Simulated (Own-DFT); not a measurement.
# Strain and stress in C40 NbSi2, 36 atoms (Nb12Si24)

These are calculations, not measurements. The program, named Own-DFT, is a retired in-house plane-wave density functional code that no person has reviewed. Each row is one single-point run on a periodic cell that was not relaxed, without spin or spin-orbit coupling.

Settings of every run: PBE; PseudoDojo norm-conserving scalar-relativistic files; cutoff 42 hartree; 4 x 4 x 5 k mesh centred on Gamma; cold (Marzari-Vanderbilt) smearing of 0.2 eV.

Known limits: forces on such cells failed a check on a denser k mesh; stress not checked against mesh or cutoff.

Unstrained cell vectors in Å: (0.000, 8.324, 0.000); (-9.613, 0.000, 0.000); (0.000, 0.000, 6.586). The unstrained cell was taken from the Materials Project. The random moves and any unrelaxed bonds add to the pressure at no strain. Each run strains this cell uniformly, with the atoms carried along. Every atom was also moved at random, by a Gaussian of width 0.05 Å on each axis. Strain is the symmetric tensor, in per cent. Stress is positive in tension, and the pressure is minus a third of its trace.

```
run  e_xx (%)  e_yy (%)  e_zz (%)  e_yz (%)  e_xz (%)  e_xy (%)  s_xx (GPa)  s_yy (GPa)  s_zz (GPa)  s_yz (GPa)  s_xz (GPa)  s_xy (GPa)  P (GPa)  E (meV/atom)
  1     -0.19      0.20      0.99      1.34     -1.42      1.35       -2.37       -0.78        0.61        3.96       -4.09        3.83     0.85           2.6
  2      1.80     -1.52      1.50     -1.97     -0.25     -1.83        4.06       -6.28        2.59       -5.60       -1.00       -4.50    -0.13          20.5
  3     -0.51     -0.40      1.23      1.56      1.04      1.38       -3.57       -2.93        0.76        4.32        2.57        4.53     1.91           5.0
  4     -0.50     -0.70     -1.49      1.34      0.12     -0.52       -5.30       -6.13      -11.95        4.93        0.30       -1.69     7.79           0.0
  5      1.26     -1.55      1.28      1.41      0.20      0.98        2.35       -6.82        1.30        4.12        0.82        2.95     1.05          16.1
  6      1.32     -0.34     -0.67     -0.52      0.41      1.27        1.55       -3.38       -5.83       -2.19        1.52        3.78     2.56           3.3
  7      1.42      1.52      0.42     -1.86     -1.75      0.09        3.43        4.81       -0.09       -5.39       -4.97        0.47    -2.72           6.0
  8     -0.94     -1.58      0.95      1.86     -0.35     -0.76       -6.94       -8.23       -1.58        6.28       -0.92       -2.51     5.58          18.5
  9      0.57     -0.32     -1.00     -0.96      0.75     -0.79       -1.44       -3.48       -8.85       -2.98        3.19       -2.32     4.59           9.6
 10     -1.40     -1.64      1.86     -1.68     -0.49     -0.50       -7.13       -7.99        1.31       -5.06       -1.35       -0.94     4.60          19.2
 11      0.57      0.97      0.52      1.70     -1.35     -0.43        0.42        1.98       -0.71        5.16       -5.06       -0.80    -0.56           8.4
 12     -1.04     -1.15     -0.62     -1.53      1.42     -0.94       -8.41       -9.57       -9.38       -5.27        4.70       -3.65     9.12          44.5
 13      0.65      1.77      0.38     -1.85     -1.91      1.52        0.89        4.86       -0.58       -4.98       -5.32        3.43    -1.73          12.0
 14     -1.25     -1.41      0.55     -0.96     -1.03     -1.75       -7.75       -8.44       -3.31       -2.56       -3.42       -5.47     6.50          12.5
 15     -1.81      1.00     -0.41      1.54     -1.43     -1.91      -10.54       -0.63       -6.32        4.68       -4.65       -6.07     5.83          31.6
 16     -0.59      1.92     -1.44      0.81     -1.66     -0.28           ?           ?           ?           ?           ?           ?        ?             ?
```

E is the free energy for each atom above the lowest run shown.

## Worked fit

Each stress component was fitted by least squares to a constant and the strains of the runs shown, as fractions, with shears doubled. Shear strains stay in the fit of a normal stress only where such slopes are resolved. The slopes, in GPa:

| stress | at no strain | per e_xx | per e_yy | per e_zz | scatter |
|---|---|---|---|---|---|
| s_xx | -2.8 | 387 ± 12 | 43 ± 13 | 75 ± 15 | 0.53 |
| s_yy | -2.5 | 72 ± 14 | 387 ± 14 | 82 ± 16 | 0.58 |
| s_zz | -4.2 | 76 ± 10 | 84 ± 10 | 452 ± 11 | 0.40 |

Each shear stress against twice its own strain: yz 152 ± 4, xz 146 ± 9, xy 137 ± 7 GPa. These are stiffnesses along x, y and z of the frame in which the cell vectors are given, which need not be the crystal's axes. The atoms are held to the strained lattice; where symmetry lets them move under strain, relaxing them would lower some slopes. The table should be nearly symmetric about its diagonal, and what it lacks of that shows the noise. A ninth of its sum, 184 ± 6 GPa, estimates the bulk modulus near the mean pressure of these runs, 3.0 GPa, so it lies above the value at zero pressure.

## Withheld run

Question: what normal stresses and pressure should run 16 give?

The fit gives s_xx = -5.4, s_yy = 3.3, s_zz = -9.5 and P = 3.9 GPa. The calculation gave -4.66, 3.52, -9.82 and P = 3.65 GPa.
